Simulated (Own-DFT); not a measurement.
Simulation results for Al3GaN4 (wurtzite random alloy, strained, atoms displaced)

Computed with Own-DFT development build. A calculation, not a measurement: plane-wave density functional theory by an unreviewed code, no spin, of a simulated periodic cell, stress positive in tension, run twice, with PBE and with PBEsol, both on files made for PBE, so the change isn't that of files made for PBEsol, forces on such cells passed a denser k mesh, this cell's mesh not checked; the far tail of each file's local potential was reset to the Coulomb form; each entry is a single point on an unrelaxed cell, so the pressure reflects the starting lattice, mostly measured values (interpolated for alloys), from which strain is counted, and rises with the displacements; printed positions are rounded, which can move forces by about a meV/angstrom; the program, named Own-DFT, is a retired in-house code; no spin-orbit coupling; stress was not checked against mesh or cutoff.

Common to all runs: functional PBE, then PBEsol; potential files PseudoDojo norm-conserving, scalar-relativistic, standard set; wave cutoff 42 hartree; occupations Fermi-Dirac; smearing width 0.1 eV; k mesh 4 x 4 x 3 centred on Gamma.

(1) Al3GaN4 (wurtzite random alloy, strained, atoms displaced)

```
cell vectors (Å)
   9.2059     0.0000     0.0000
  -4.6029     7.9725     0.0000
   0.0000     0.0000    10.0655
atoms (fractions of the cell vectors)
Al  0.10743  0.22620  0.00642
Al  0.22932  0.10324  0.25666
N   0.11346  0.22683  0.18348
N   0.21576  0.09958  0.44533
Al  0.10809  0.22844  0.49485
Ga  0.21826  0.10892  0.75147
N   0.10437  0.21661  0.69498
N   0.21866  0.10456  0.94172
Ga  0.10079  0.56138  0.98962
Al  0.22633  0.44750  0.24461
N   0.11783  0.55897  0.18517
N   0.22013  0.43951  0.43668
Al  0.10905  0.54304  0.50056
Al  0.22442  0.44321  0.74979
N   0.11306  0.55695  0.69444
N   0.22486  0.45090  0.94375
Ga  0.12566  0.90770  0.00080
Al  0.22548  0.77790  0.24439
N   0.11262  0.88302  0.19151
N   0.22106  0.76716  0.43934
Ga  0.11351  0.89086  0.50011
Al  0.22622  0.78373  0.74454
N   0.11060  0.89200  0.69387
N   0.22360  0.78295  0.93597
Ga  0.45204  0.23469  0.00299
Al  0.56028  0.11523  0.24374
N   0.44418  0.22332  0.18711
N   0.55431  0.10951  0.43786
Al  0.43600  0.20976  0.49483
Ga  0.54684  0.09386  0.75445
N   0.43932  0.21106  0.69296
N   0.55118  0.10958  0.94532
Al  0.44867  0.55865  0.00173
Ga  0.56085  0.45378  0.25458
N   0.43870  0.55611  0.19018
N   0.55073  0.44758  0.44210
Al  0.43880  0.56684  0.49647
Al  0.54865  0.44783  0.76171
N   0.44630  0.55004  0.69294
N   0.55076  0.44240  0.92486
Al  0.43696  0.89262  0.00070
Al  0.56581  0.78619  0.24079
N   0.43504  0.87826  0.18712
N   0.54931  0.77365  0.44351
Al  0.45258  0.88789  0.51355
Al  0.56418  0.78156  0.75207
N   0.45054  0.88588  0.68995
N   0.55693  0.77243  0.93789
Al  0.77802  0.21883  0.01632
Ga  0.87354  0.09710  0.24876
N   0.78735  0.22806  0.19467
N   0.88980  0.12586  0.43686
Al  0.78179  0.22462  0.50666
Al  0.89896  0.12013  0.74675
N   0.78634  0.22427  0.68665
N   0.88293  0.11462  0.93731
Al  0.77529  0.57304  0.99675
Ga  0.88877  0.44349  0.24027
N   0.78298  0.56054  0.18288
N   0.88913  0.44601  0.43645
Al  0.78305  0.55752  0.50082
Al  0.89453  0.45289  0.75658
N   0.77637  0.55410  0.68905
N   0.88787  0.44443  0.93769
Al  0.78298  0.88415  0.00011
Al  0.89789  0.79108  0.25493
N   0.78152  0.89585  0.19423
N   0.89544  0.78544  0.44126
Al  0.77326  0.88040  0.50056
Al  0.89197  0.77228  0.75265
N   0.78882  0.90432  0.68855
N   0.88597  0.78394  0.93770
```

* PBE pressure: 16.66 GPa
* PBE stress xx: -17.22 GPa
* PBE stress yy: -20.92 GPa
* PBE stress zz: -11.83 GPa
* PBE stress yz: 0.89 GPa
* PBE stress xz: 0.49 GPa
* PBE stress xy: 0.19 GPa
* PBEsol pressure: 13.36 GPa
* PBEsol stress xx: -14.01 GPa
* PBEsol stress yy: -17.5 GPa
* PBEsol stress zz: -8.57 GPa
* PBEsol stress yz: 0.9 GPa
* PBEsol stress xz: 0.52 GPa
* PBEsol stress xy: 0.15 GPa
* rms change of force components from PBE to PBEsol: 0.079 eV/Å

Force:
```tsv
force element	PBE force x (eV/Å)	PBE force y (eV/Å)	PBE force z (eV/Å)	PBEsol force x (eV/Å)	PBEsol force y (eV/Å)	PBEsol force z (eV/Å)
Al	0.327	-0.024	-2.017	0.318	-0.039	-2.04
Al	-1.871	1.045	-0.743	-1.889	1.039	-0.741
N	0.968	-1.249	2.288	0.865	-1.325	2.351
N	-0.788	3.991	-2.097	-0.807	3.721	-1.993
Al	0.959	-1.902	1.178	0.984	-1.928	1.189
Ga	0.291	0.809	0.549	0.299	0.766	0.534
N	1.406	2.819	-2.383	1.595	2.721	-2.338
N	-1.129	6.043	-0.867	-0.993	5.838	-0.893
Ga	2.708	0.074	1.799	2.65	0.066	1.772
Al	-1.47	-0.92	0.456	-1.477	-0.939	0.482
N	-0.199	0.027	0.1	-0.352	-0.06	-0.017
N	0.314	0.942	-0.461	0.318	0.952	-0.49
Al	-1.292	1.445	0.057	-1.294	1.433	0.072
Al	-0.246	-0.013	1.069	-0.246	-0.016	1.074
N	0.41	0.137	-0.897	0.409	0.134	-0.896
N	0.767	-0.957	-1.048	0.613	-0.862	-0.998
Ga	-0.561	-5.167	1.504	-0.533	-5.06	1.464
Al	-0.526	-1.608	2.083	-0.549	-1.597	2.087
N	-0.514	1.176	0.43	-0.505	1.178	0.242
N	0.906	0.647	0.204	0.783	0.725	0.246
Ga	1.358	-2.755	1.561	1.307	-2.674	1.525
Al	-0.149	-0.727	0.575	-0.143	-0.702	0.574
N	0.543	-2.247	-0.417	0.535	-2.012	-0.512
N	0.24	0.806	-1.27	0.065	0.693	-1.157
Ga	-0.776	-1.516	-0.769	-0.756	-1.5	-0.763
Al	-0.46	-0.943	1.367	-0.441	-0.942	1.362
N	0.629	-0.223	1.618	0.624	-0.048	1.451
N	0.649	-0.44	-0.303	0.664	-0.445	-0.313
Al	0.61	2.04	1.779	0.606	2.036	1.779
Ga	0.826	4.018	0.417	0.781	3.928	0.405
N	0.337	1.913	-1.239	0.323	1.74	-1.111
N	1.516	0.247	0.702	1.36	0.36	0.578
Al	-1.322	-0.799	-0.292	-1.296	-0.82	-0.272
Ga	-0.028	-0.57	0.128	-0.03	-0.568	0.123
N	1.658	1.682	-0.904	1.8	1.608	-0.841
N	0.502	-0.282	0.9	0.494	-0.278	0.731
Al	1.637	-3.296	1.469	1.625	-3.307	1.476
Al	2.109	-1.754	-6.612	2.128	-1.778	-6.645
N	-1.634	1.769	-1.371	-1.632	1.779	-1.384
N	0.431	2.198	6.218	0.431	1.997	6.329
Al	1.684	-1.214	-0.002	1.689	-1.226	-0.001
Al	-2.31	-1.937	1.584	-2.299	-1.929	1.606
N	1.978	2.573	-0.474	1.975	2.563	-0.478
N	1.228	2.283	-1.791	1.219	2.295	-1.821
Al	-1.796	0.431	-3.295	-1.807	0.456	-3.295
Al	0.7	-0.767	-0.079	0.705	-0.761	-0.084
N	-0.422	-2.413	0.481	-0.422	-2.184	0.591
N	-0.317	1.524	0.839	-0.324	1.529	0.838
Al	-0.5	0.604	-3.486	-0.504	0.627	-3.474
Ga	2.288	5.493	2.16	2.233	5.402	2.122
N	-2.358	-2.298	-1.229	-2.167	-2.165	-1.055
N	1.094	-2.628	0.604	1.082	-2.65	0.422
Al	-1.737	0.569	-1.011	-1.769	0.565	-1.033
Al	-2.388	-1.07	1.634	-2.398	-1.089	1.67
N	-0.954	0.749	1.055	-1.06	0.688	1.11
N	1.061	-0.746	0.971	1.056	-0.751	0.943
Al	1.478	-2.699	-0.009	1.484	-2.728	-0.006
Ga	0.93	2.49	2.054	0.917	2.423	2.014
N	-1.235	1.655	-0.285	-1.204	1.48	-0.15
N	-0.036	-0.21	0.671	-0.024	-0.222	0.499
Al	-0.862	-0.486	0.047	-0.863	-0.469	0.03
Al	-0.53	-1.801	-1.384	-0.528	-1.796	-1.378
N	-0.208	0.184	0.491	-0.227	0.161	0.488
N	-3.321	-1.135	0.669	-3.13	-1.021	0.764
Al	-2.719	2.439	-0.285	-2.727	2.468	-0.247
Al	0.382	-1.82	-0.171	0.374	-1.815	-0.168
N	1.05	-4.758	-2.653	1.055	-4.452	-2.569
N	-1.699	-1.613	-0.992	-1.496	-1.512	-0.913
Al	-0.208	1.949	0.659	-0.211	1.967	0.641
Al	-1.263	1.127	-0.885	-1.27	1.137	-0.882
N	0.077	-2.554	-0.133	0.092	-2.535	-0.129
N	1.774	-0.359	-0.518	1.917	-0.269	-0.497
```

(2) Al3GaN4 (wurtzite random alloy, strained, atoms displaced)

```
cell vectors (Å)
   9.2059     0.0000     0.0000
  -4.6029     7.9725     0.0000
   0.0000     0.0000    10.0655
atoms (fractions of the cell vectors)
Ga  0.11399  0.22359  0.99974
Al  0.22088  0.10697  0.25189
N   0.10505  0.21802  0.18784
N   0.21922  0.11552  0.44516
Al  0.09688  0.22012  0.50681
Al  0.21799  0.11206  0.74903
N   0.10666  0.21534  0.68796
N   0.21678  0.11220  0.93928
Al  0.11108  0.55491  0.00229
Al  0.23226  0.46142  0.25287
N   0.10968  0.56164  0.18966
N   0.22317  0.44802  0.43583
Ga  0.12288  0.56630  0.50325
Al  0.20691  0.43459  0.75460
N   0.10190  0.54701  0.68997
N   0.22943  0.44360  0.94063
Al  0.11281  0.89371  0.99968
Ga  0.21793  0.77606  0.25474
N   0.10385  0.88818  0.18929
N   0.22346  0.78431  0.44052
Al  0.12265  0.88790  0.49463
Al  0.23309  0.77878  0.75831
N   0.11232  0.88499  0.68226
N   0.22261  0.77944  0.93565
Al  0.45497  0.22323  0.01097
Al  0.56603  0.11945  0.24566
N   0.44620  0.21806  0.18663
N   0.56955  0.10768  0.43860
Al  0.44839  0.22669  0.49968
Al  0.55544  0.11581  0.75425
N   0.44042  0.22685  0.69478
N   0.55044  0.10805  0.94323
Ga  0.44566  0.55791  0.99815
Al  0.55354  0.44125  0.24480
N   0.44242  0.56352  0.19560
N   0.55532  0.44731  0.43794
Al  0.44928  0.55236  0.50648
Al  0.55115  0.44458  0.75576
N   0.44451  0.55927  0.69261
N   0.56617  0.44636  0.94029
Al  0.43907  0.88573  0.99921
Ga  0.55931  0.77169  0.24294
N   0.44275  0.88656  0.19697
N   0.55987  0.77273  0.44679
Al  0.43866  0.88556  0.49912
Al  0.55285  0.78775  0.75764
N   0.44570  0.89024  0.69131
N   0.55073  0.77464  0.93672
Al  0.77995  0.22510  0.99700
Al  0.88707  0.11607  0.25662
N   0.77377  0.22157  0.19932
N   0.88996  0.11135  0.44568
Al  0.77510  0.22928  0.49163
Al  0.88126  0.10907  0.76170
N   0.77347  0.22243  0.69908
N   0.89348  0.12025  0.94224
Al  0.78548  0.57272  0.00425
Al  0.88919  0.45161  0.24956
N   0.77878  0.56026  0.19167
N   0.90202  0.45247  0.44545
Al  0.77309  0.55926  0.50300
Ga  0.88474  0.44472  0.75090
N   0.77387  0.55005  0.68670
N   0.88388  0.43936  0.94028
Ga  0.77391  0.88641  0.00524
Ga  0.88717  0.78132  0.25438
N   0.78021  0.89669  0.18983
N   0.88344  0.77831  0.44859
Al  0.76988  0.88447  0.49925
Ga  0.88850  0.77040  0.74887
N   0.78222  0.88778  0.69149
N   0.89252  0.78152  0.93526
```

* PBE pressure: 15.65 GPa
* PBE stress xx: -18.32 GPa
* PBE stress yy: -18.02 GPa
* PBE stress zz: -10.62 GPa
* PBE stress yz: 0 GPa
* PBE stress xz: -0.08 GPa
* PBE stress xy: -1.42 GPa
* PBEsol pressure: 12.35 GPa
* PBEsol stress xx: -15.05 GPa
* PBEsol stress yy: -14.69 GPa
* PBEsol stress zz: -7.32 GPa
* PBEsol stress yz: 0.02 GPa
* PBEsol stress xz: -0.1 GPa
* PBEsol stress xy: -1.42 GPa
* rms change of force components from PBE to PBEsol: 0.075 eV/Å

Force:
```tsv
force element	PBE force x (eV/Å)	PBE force y (eV/Å)	PBE force z (eV/Å)	PBEsol force x (eV/Å)	PBEsol force y (eV/Å)	PBEsol force z (eV/Å)
Ga	-0.389	-0.008	1.337	-0.375	-0.02	1.311
Al	-0.992	1.036	0.426	-0.974	1.037	0.428
N	0.727	1.304	1.757	0.731	1.308	1.566
N	1.068	-0.237	-1.105	1.041	-0.222	-1.085
Al	2.144	1.035	-0.746	2.148	1.061	-0.74
Al	0.583	-1.171	-0.03	0.57	-1.18	-0.017
N	-1.282	0.785	1.257	-1.291	0.767	1.257
N	3.006	-0.539	-0.484	2.828	-0.404	-0.411
Al	-0.156	-0.189	-0.503	-0.143	-0.181	-0.501
Al	-1.561	-2.805	0.078	-1.586	-2.791	0.057
N	0.402	-1.792	-0.838	0.401	-1.58	-0.757
N	1.332	-0.671	0.744	1.181	-0.583	0.82
Ga	-0.105	-1.176	0.576	-0.133	-1.17	0.549
Al	1.638	0.702	-0.904	1.644	0.687	-0.901
N	1.966	1.992	1.238	1.771	1.916	1.11
N	-2.665	0.911	-0.806	-2.476	0.826	-0.667
Al	-0.049	-0.12	-0.086	-0.049	-0.132	-0.075
Ga	0.116	1.205	-0.685	0.122	1.155	-0.664
N	1.254	0.926	-0.825	1.215	0.732	-0.698
N	1.768	-0.073	-0.36	1.785	-0.302	-0.501
Al	-4.189	1.496	1.986	-4.218	1.485	1.957
Al	-2.228	-0.592	-2.384	-2.239	-0.613	-2.393
N	1.548	0.52	0.914	1.402	0.424	0.963
N	-0.306	-0.56	1.805	-0.318	-0.561	1.808
Al	-1.923	0.261	-2.923	-1.953	0.274	-2.932
Al	-1.72	-2.745	1.647	-1.749	-2.759	1.658
N	-0.763	0.474	1.867	-0.764	0.455	1.881
N	-3.926	-0.33	-0.63	-3.924	-0.355	-0.649
Al	-0.119	-0.795	0.543	-0.099	-0.806	0.542
Al	-0.745	-0.176	-0.363	-0.764	-0.177	-0.353
N	0.877	-0.572	-0.911	0.874	-0.57	-0.918
N	1.075	-0.147	-0.078	1.084	-0.152	-0.091
Ga	1.149	-0.892	0.732	1.116	-0.863	0.71
Al	-0.476	0.612	1.031	-0.486	0.625	1.019
N	1.909	-3.896	-2.009	1.941	-3.611	-2.078
N	0.846	-0.961	-0.839	0.842	-0.949	-0.856
Al	-1.577	0.325	-0.026	-1.589	0.315	-0.027
Al	0.225	0.538	-0.579	0.223	0.553	-0.561
N	-0.728	-0.371	0.635	-0.744	-0.352	0.647
N	-0.233	-0.323	0.955	-0.357	-0.257	1.003
Al	0.391	0.348	1.326	0.401	0.33	1.349
Ga	-0.964	3.211	3.042	-0.951	3.126	2.964
N	0.067	1.411	-1.894	0.063	1.234	-1.775
N	-2.392	-0.263	-0.877	-2.404	-0.278	-1.013
Al	2.319	0.587	0.354	2.318	0.57	0.343
Al	2.356	-1.396	-2.223	2.373	-1.405	-2.219
N	-0.557	0.864	-0.497	-0.554	0.884	-0.518
N	-0.645	1.699	0.804	-0.489	1.57	0.946
Al	-0.593	-0.661	1.195	-0.604	-0.679	1.22
Al	0.981	0.068	0.153	0.974	0.061	0.16
N	1.765	2.065	-2.154	1.781	2.078	-2.164
N	-1.831	-0.565	-1.201	-1.851	-0.585	-1.2
Al	2.735	0.349	2.339	2.758	0.372	2.362
Al	0.798	-0.373	-2.246	0.822	-0.368	-2.243
N	0.338	-1.433	-1.672	0.35	-1.223	-1.63
N	-1.313	-1.191	-0.064	-1.118	-1.241	0.068
Al	0.74	-2.165	-0.409	0.733	-2.147	-0.398
Al	0.616	-0.69	1.089	0.62	-0.673	1.103
N	-0.554	-1.092	-0.767	-0.557	-0.896	-0.699
N	-2.75	-0.398	-1.699	-2.561	-0.275	-1.621
Al	1.367	-0.445	-0.283	1.383	-0.449	-0.299
Ga	-0.137	-0.203	0.316	-0.135	-0.198	0.296
N	-1.759	-0.453	-0.186	-1.578	-0.368	-0.043
N	0.216	2.017	1.655	0.197	2.026	1.454
Ga	0.431	1.13	-1.259	0.434	1.097	-1.228
Ga	-0.34	0.083	1.366	-0.329	0.069	1.322
N	0.236	0.606	0.471	0.229	0.408	0.393
N	1.515	0.353	-0.842	1.522	0.373	-0.979
Al	1.191	1.609	1.807	1.203	1.628	1.797
Ga	0.073	0.998	-0.825	0.062	0.985	-0.805
N	-2.239	0.746	0.182	-2.065	0.638	0.223
N	0.435	0.203	1.585	0.284	0.305	1.424
```

(3) Al3GaN4 (wurtzite random alloy, strained, atoms displaced)

```
cell vectors (Å)
   9.2059     0.0000     0.0000
  -4.6029     7.9725     0.0000
   0.0000     0.0000    10.0655
atoms (fractions of the cell vectors)
Ga  0.10730  0.20546  0.00102
Al  0.22212  0.11256  0.25013
N   0.10937  0.22514  0.19002
N   0.20429  0.09187  0.43833
Al  0.10755  0.22802  0.49704
Ga  0.22108  0.12251  0.75324
N   0.09961  0.21992  0.68769
N   0.22983  0.12385  0.93716
Ga  0.11199  0.56287  0.99156
Al  0.23030  0.45599  0.24997
N   0.11183  0.55284  0.18525
N   0.23361  0.44947  0.44711
Ga  0.11227  0.55629  0.50294
Al  0.22408  0.45120  0.74355
N   0.11195  0.55601  0.69161
N   0.21635  0.43557  0.93748
Al  0.12544  0.89628  0.98982
Al  0.22785  0.78837  0.24970
N   0.10434  0.88465  0.18674
N   0.21474  0.76761  0.44257
Al  0.10716  0.88075  0.49205
Al  0.22376  0.78448  0.75492
N   0.11484  0.88499  0.69126
N   0.22963  0.77824  0.93970
Al  0.45387  0.22184  0.00048
Al  0.55208  0.10453  0.25596
N   0.44898  0.20810  0.19752
N   0.55902  0.11526  0.44288
Al  0.44669  0.23086  0.50549
Al  0.55457  0.10854  0.74993
N   0.44697  0.22466  0.68906
N   0.55695  0.11803  0.94396
Ga  0.43412  0.55022  0.98999
Al  0.57192  0.45366  0.25344
N   0.45405  0.55826  0.18903
N   0.55175  0.44583  0.43862
Ga  0.44531  0.54778  0.50811
Al  0.55922  0.45528  0.75099
N   0.44485  0.55979  0.69405
N   0.56801  0.44944  0.94314
Al  0.44958  0.89348  0.99091
Al  0.55986  0.77869  0.25218
N   0.44959  0.89299  0.19653
N   0.55763  0.77720  0.43924
Al  0.44280  0.89322  0.49919
Al  0.55910  0.77652  0.75334
N   0.43865  0.88830  0.69428
N   0.55509  0.78746  0.93850
Al  0.76453  0.21366  0.00454
Al  0.88416  0.10408  0.24389
N   0.77461  0.22265  0.19195
N   0.88650  0.11358  0.44198
Al  0.77093  0.21695  0.50413
Al  0.87695  0.10338  0.74062
N   0.77502  0.21973  0.69144
N   0.88311  0.11999  0.93919
Al  0.78506  0.56538  0.99753
Ga  0.89409  0.44870  0.24762
N   0.77813  0.56704  0.18922
N   0.88915  0.44645  0.45355
Al  0.77312  0.55844  0.49184
Ga  0.88984  0.44117  0.74703
N   0.78594  0.55469  0.68553
N   0.90466  0.45125  0.94233
Ga  0.77194  0.89310  0.98870
Al  0.89067  0.77987  0.24906
N   0.77618  0.87779  0.18405
N   0.88946  0.77436  0.43276
Al  0.77217  0.88235  0.50322
Al  0.88178  0.78026  0.75123
N   0.77514  0.89269  0.68935
N   0.88424  0.77445  0.93593
```

* PBE pressure: 15.77 GPa
* PBE stress xx: -21.42 GPa
* PBE stress yy: -17.92 GPa
* PBE stress zz: -7.97 GPa
* PBE stress yz: 0.12 GPa
* PBE stress xz: -0.51 GPa
* PBE stress xy: -0.68 GPa
* PBEsol pressure: 12.48 GPa
* PBEsol stress xx: -18.13 GPa
* PBEsol stress yy: -14.66 GPa
* PBEsol stress zz: -4.65 GPa
* PBEsol stress yz: 0.14 GPa
* PBEsol stress xz: -0.51 GPa
* PBEsol stress xy: -0.65 GPa
* rms change of force components from PBE to PBEsol: 0.077 eV/Å

Force:
```tsv
force element	PBE force x (eV/Å)	PBE force y (eV/Å)	PBE force z (eV/Å)	PBEsol force x (eV/Å)	PBEsol force y (eV/Å)	PBEsol force z (eV/Å)
Ga	-2.989	2.575	0.944	-2.924	2.547	0.915
Al	0.01	-0.286	0.21	0.008	-0.282	0.193
N	0.62	-0.063	1.165	0.612	-0.057	0.986
N	0.826	3.565	-0.049	0.816	3.565	-0.049
Al	0.755	-1.583	0.188	0.772	-1.578	0.199
Ga	0.581	-1.291	-1.838	0.567	-1.258	-1.791
N	-0.041	1.259	-0.63	0.112	1.179	-0.559
N	3.173	-2.262	0.789	2.943	-2.132	0.668
Ga	2.876	-1.157	2.264	2.807	-1.15	2.222
Al	0.555	-1.02	0.024	0.557	-1.022	0.031
N	0.984	2.13	0.868	0.787	2.043	0.753
N	-1.708	-1.586	-2.121	-1.655	-1.373	-1.988
Ga	0.176	-1.15	0.655	0.159	-1.108	0.649
Al	-0.62	-1.757	1.448	-0.596	-1.775	1.437
N	0.917	1.494	0.633	0.718	1.408	0.508
N	-0.372	0.095	-1.728	-0.345	0.117	-1.559
Al	-1.839	-0.712	1.262	-1.863	-0.708	1.258
Al	-0.166	-1.73	0	-0.178	-1.74	0.002
N	1.287	1.251	-1.003	1.277	1.254	-1.013
N	0.956	3.196	-1.82	0.964	2.943	-1.741
Al	-0.115	-0.378	2.126	-0.117	-0.402	2.149
Al	0.172	-1.558	-0.899	0.175	-1.579	-0.882
N	-2.203	0.563	-0.471	-2.214	0.706	-0.444
N	-0.337	2.709	-0.757	-0.33	2.452	-0.688
Al	-2.111	1.753	1.587	-2.146	1.768	1.6
Al	1.629	0.838	0.639	1.652	0.841	0.658
N	-2.593	2.565	-1.47	-2.585	2.565	-1.47
N	-1.406	-0.526	0.111	-1.416	-0.513	0.102
Al	-0.342	-2.114	-1.074	-0.371	-2.119	-1.08
Al	-0.483	0.723	0.121	-0.492	0.725	0.144
N	0.212	1.151	0.391	0.072	1.07	0.465
N	0.29	-1.908	-2.103	0.295	-1.918	-2.124
Ga	1.542	0.614	2	1.516	0.596	1.978
Al	-2.246	-1.951	-0.881	-2.247	-1.981	-0.878
N	-0.765	-0.427	0.323	-0.748	-0.425	0.171
N	2.059	-1.009	-0.582	1.849	-0.895	-0.505
Ga	-0.467	2.47	-0.417	-0.473	2.42	-0.42
Al	1.801	-1.402	0.471	1.787	-1.407	0.473
N	0.638	-0.106	0.928	0.631	-0.112	0.727
N	-0.738	-0.987	-1.214	-0.886	-0.914	-1.167
Al	-0.903	0.351	2.341	-0.908	0.359	2.369
Al	-0.104	-0.406	-0.363	-0.109	-0.407	-0.371
N	0.166	-1.257	-1.55	0.177	-1.255	-1.57
N	-0.797	0.537	0.433	-0.81	0.373	0.478
Al	0.257	-0.946	0.482	0.255	-0.963	0.492
Al	-1.858	0.896	-0.492	-1.846	0.895	-0.494
N	1.577	0.024	-0.69	1.584	0.01	-0.692
N	-0.501	-1.847	-1.555	-0.293	-1.904	-1.439
Al	1.931	2.987	0.53	1.927	3.003	0.541
Al	-0.06	0.428	0.931	-0.06	0.423	0.921
N	0.146	-1.339	-0.399	0.14	-1.147	-0.334
N	-0.071	-0.992	-0.653	-0.076	-1.003	-0.66
Al	0.864	1.288	-0.271	0.872	1.297	-0.264
Al	0.781	2.472	1.895	0.8	2.462	1.921
N	-0.718	-1.356	-0.681	-0.715	-1.134	-0.623
N	0.452	-0.811	-1.561	0.613	-0.905	-1.468
Al	0.967	-1.386	0.983	0.984	-1.384	1.004
Ga	-0.664	-0.208	1.151	-0.634	-0.206	1.099
N	1.572	-0.9	-0.855	1.709	-0.959	-0.826
N	-1.204	-1.308	-1.751	-1.017	-1.203	-1.79
Al	1.463	-0.495	1.557	1.445	-0.487	1.556
Ga	0.139	0.268	1.31	0.146	0.278	1.264
N	-3.321	1.439	-0.483	-3.112	1.323	-0.432
N	-5.152	-2.66	-0.604	-4.907	-2.54	-0.677
Ga	1.946	0.069	2.056	1.908	0.051	2.026
Al	-0.106	0.315	-0.223	-0.093	0.321	-0.211
N	-0.892	1.802	0.568	-0.895	1.783	0.391
N	-1.301	0.429	0.873	-1.303	0.44	0.855
Al	0.86	1.222	-1.232	0.883	1.215	-1.214
Al	2.388	-0.603	-0.774	2.372	-0.584	-0.774
N	0.308	-2.033	-0.425	0.299	-2.035	-0.433
N	1.32	2.032	-0.638	1.174	2.132	-0.572
```
